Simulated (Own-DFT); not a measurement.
# Misfit strain and the stress it brings: wurtzite AlGaN with randomly placed atoms, 72 atoms (Al9Ga27N36)

No measurement is shown. These are fixed-geometry runs of a retired plane-wave code named Own-DFT, which no person has reviewed; spin and spin-orbit coupling are neglected.

Settings: PBE; PseudoDojo norm-conserving scalar-relativistic files (stringent for Ga); cutoff 96 hartree; 4 x 4 x 3 k mesh centred on Gamma; Gaussian smearing of 0.01 eV.

Limits: forces on such cells passed a denser k mesh, each cell not checked; stress not checked against mesh or cutoff.

Unstrained cell vectors in Å: (9.509, 0.000, 0.000); (-4.755, 8.235, 0.000); (0.000, 0.000, 10.268). The unstrained cell has measured lattice constants (interpolated for alloys), not those of this functional. That, the random moves and any unrelaxed bonds set the pressure at no strain. Each run strains x and y alike by e, as a substrate would, and holds the height along z. All atoms carry random offsets, Gaussian with a width of 0.05 Å per axis. The random placing of the alloy's atoms differs from row to row. Stress is positive in tension.

| e (%) | u (Å) | (s_xx + s_yy)/2 (GPa) | s_zz (GPa) |
|---|---|---|---|
| -2.50 | 0.047 | -22.28 | -11.06 |
| -1.25 | 0.047 | -13.45 | -9.27 |
| -0.75 | 0.049 | -11.75 | -8.48 |
| 0.25 | 0.051 | -5.57 | -6.27 |
| 0.75 | 0.051 | -3.05 | -6.04 |
| 1.00 | 0.050 | ? | ? |
| 1.50 | 0.047 | 1.03 | -5.00 |
| 2.00 | 0.048 | 3.45 | -5.37 |
| 2.50 | 0.053 | 4.48 | -4.52 |
| 2.75 | 0.049 | 6.07 | -3.27 |

## Worked fit

With e as a fraction, the in-plane stress is -6.8 + 545 e - 2854 e² GPa (errors 11 and 665, scatter 0.51), and s_zz is -7.4 + 137 e GPa (slope ± 10, scatter 0.52). At e = 0 the first slope is C11 + C12 and the second 2 C13, both with the ions held to the strained lattice and at the cell's own pressure. The term in e² is negative: the layer stiffens under compression and softens under tension. A free layer would change its height as e changes, and the in-plane slope would drop by 2 C13²/C33 to the biaxial modulus. At fixed height, a misfit of 1 % moves the in-plane stress by about 5.5 GPa and s_zz by 1.4 GPa.

## The run left out

The question: what are the two stresses at e = 1.00 %?

The fitted form gives -1.7 and -6.0 GPa. The hidden result is -1.42 and -6.11 GPa.
